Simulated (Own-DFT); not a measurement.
# Short bonds, stiff crystals?

Calculated, not measured: single-point runs of Own-DFT, a retired in-house plane-wave DFT program that no person has reviewed, on unrelaxed cells, without spin or spin-orbit coupling.

Keep in mind (not all hold for every row): forces on such cells moved up to 12 meV/angstrom on a denser k mesh; k mesh not checked against a denser one; forces on such cells passed a denser k mesh, each cell not checked; stress not checked against mesh or cutoff.

All runs are PBE with PseudoDojo norm-conserving files; cutoff and k mesh are each material's own. Every cell starts from measured lattice constants and was given uniform random strains and small random moves of its atoms. Each triple is the change of volume in per cent, the rms move u in Å and the pressure in GPa.

- 4H SiC (C36Si36), 10.36 Å³/atom unstrained: (-3.03, 0.047, 13.27); (-2.16, 0.054, 11.17); (-1.29, 0.052, 8.50); (-0.85, 0.049, 7.00); (-0.07, 0.051, 5.50); (0.59, 0.047, 4.05); (3.37, 0.050, -1.38)
- wurtzite AlN (Al64N64), 10.45 Å³/atom unstrained: (-3.01, 0.049, 12.54); (-1.43, 0.049, 8.74); (-0.54, 0.051, 7.24); (-0.45, 0.051, 7.15); (0.03, 0.048, 5.41); (2.96, 0.049, -0.41); (3.23, 0.052, -0.40)
- wurtzite GaN (Ga48N48), 11.42 Å³/atom unstrained: (-3.67, 0.050, 15.68); (-0.87, 0.049, 9.58); (0.07, 0.049, 7.36); (0.16, 0.051, 7.15); (0.53, 0.051, 6.83); (0.69, 0.048, 6.36); (1.54, 0.051, 5.02)
- diamond silicon (Si64), 20.02 Å³/atom unstrained: withheld
- zincblende GaP (Ga32P32), 20.24 Å³/atom unstrained: (-2.58, 0.048, 6.04); (-1.32, 0.045, 4.44); (-1.07, 0.048, 4.34); (0.81, 0.053, 2.87); (0.97, 0.051, 2.62); (1.42, 0.047, 2.16); (3.51, 0.048, 0.54)
- grey tin (Sn64), 34.15 Å³/atom unstrained: (-3.11, 0.051, 5.50); (-2.01, 0.050, 4.88); (-1.79, 0.049, 4.66); (-1.76, 0.048, 4.81); (0.41, 0.050, 3.48); (0.89, 0.049, 3.35); (1.31, 0.049, 3.10)

## What the rows give

Fit a line to each set against the fractional change of volume; B is minus its slope, and u is nearly the same within a set. To take it to zero pressure, assume that B rises by 4 GPa for each GPa: B0 = B - 4 x (mean pressure). The bond length of an ideal tetrahedral crystal with the unstrained volume v is d = (√3/4)(8 v)^(1/3). Cohen's empirical rule reads B0 = (1971 - 220 L) d^(-3.5) GPa, with L = 0 for group IV crystals and SiC and 1 for III-V compounds.

| material | L | d (Å) | B (GPa) | mean P (GPa) | B0 (GPa) | rule (GPa) |
|---|---|---|---|---|---|---|
| 4H SiC (C36Si36) | 0 | 1.888 | 230 ± 11 | 6.9 | 202 ± 11 | 213 |
| wurtzite AlN (Al64N64) | 1 | 1.893 | 209 ± 6 | 5.8 | 186 ± 6 | 188 |
| wurtzite GaN (Ga48N48) | 1 | 1.950 | 209 ± 7 | 8.3 | 176 ± 7 | 169 |
| diamond silicon (Si64) | 0 | 2.352 | ? | ? | ? | 99 |
| zincblende GaP (Ga32P32) | 1 | 2.360 | 88 ± 4 | 3.3 | 75 ± 4 | 87 |
| grey tin (Sn64) | 0 | 2.810 | 54 ± 2 | 4.3 | 37 ± 2 | 53 |

A line through ln[B0/(1971 - 220 L)] against ln d has a slope of -4.3 ± 0.2 and a scatter of 5 %. Against the rule, B0 stands at 95 % for 4H SiC, 99 % for wurtzite AlN, 104 % for wurtzite GaN, 86 % for zincblende GaP, 71 % for grey tin. PBE tends to make silicon and heavier crystals too soft, and the rule itself is only a guide.

## Withheld run

Q: what B0 does the fitted trend give for diamond silicon (Si64)?

The straight line predicts 83 GPa. Its own runs give B = 101 ± 2 GPa at a mean pressure of 3.7 GPa, so B0 = 86 GPa.
